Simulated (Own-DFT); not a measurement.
# One host, several defects: zincblende GaAs

Calculated, not measured: single-point runs of Own-DFT, a retired in-house plane-wave DFT program that no person has reviewed, on unrelaxed cells, without spin or spin-orbit coupling.

Method: PBE; PseudoDojo norm-conserving scalar-relativistic files; cutoff 42 hartree; 3 x 3 x 3 k mesh centred on Gamma; Fermi-Dirac smearing of 0.1 eV.

Keep in mind (not all hold for every row): not probed for a lower state with spin; forces not confirmed at this smearing and k mesh; stress not checked against mesh or cutoff.

All runs share one cell, with vectors in Å (11.737, 0.000, 0.000); (0.000, 11.737, 0.000); (0.000, 0.000, 10.833) and a volume of 1492.4 Å³, strained against the parent crystal. The atoms are randomly displaced, by u rms on each axis. The defect's site can differ from row to row.

```
                             cell     formula   u (Å)  P (GPa)
                        no defect    As32Ga32  0.0274     1.25
                        no defect    As32Ga32  0.0475     1.52
                        no defect    As32Ga32  0.0522     1.63
              one In on a Ga site  As32Ga31In  0.0489     2.01
              one In on a Ga site  As32Ga31In  0.0500     2.15
              one In on a Ga site  As32Ga31In  0.0546     2.26
              one Al on a Ga site  AlAs32Ga31  0.0294     1.19
              one Al on a Ga site  AlAs32Ga31  0.0301     1.21
              one Al on a Ga site  AlAs32Ga31  0.0465     1.48
              one Al on a Ga site  AlAs32Ga31  0.0544        ?
              one P on an As site   As31Ga32P  0.0286     0.98
              one P on an As site   As31Ga32P  0.0301     0.99
              one P on an As site   As31Ga32P  0.0310     1.00
one As vacancy and one Ga vacancy    As31Ga31  0.0308     0.92
one As vacancy and one Ga vacancy    As31Ga31  0.0511     1.01
one As vacancy and one Ga vacancy    As31Ga31  0.0555     1.22
```

## What the rows give

P = P0 + c u² + a shift for each defect gives P0 = 1.14 GPa, c = 170 ± 26 GPa/Å² and a scatter of 0.06 GPa. The shifts, and each times the cell's volume:

- one In on a Ga site: 0.55 ± 0.06 GPa, 5.2 eV
- one Al on a Ga site: -0.07 ± 0.05 GPa, -0.6 eV (not resolved)
- one P on an As site: -0.30 ± 0.06 GPa, -2.8 eV
- one As vacancy and one Ga vacancy: -0.47 ± 0.05 GPa, -4.3 eV

Positive is outwards. The product with the volume (160.2 GPa Å³ to the eV) is nearly free of the cell's size; divided by the bulk modulus at the cell's pressure it gives the volume that the defect adds. The atoms around the defects weren't relaxed, which would change these numbers.

## Withheld run

Question: what pressure belongs in the blank (one Al on a Ga site, u = 0.0544 Å)?

The fitted form gives 1.57 ± 0.09 GPa. The calculation gave 1.55 GPa.
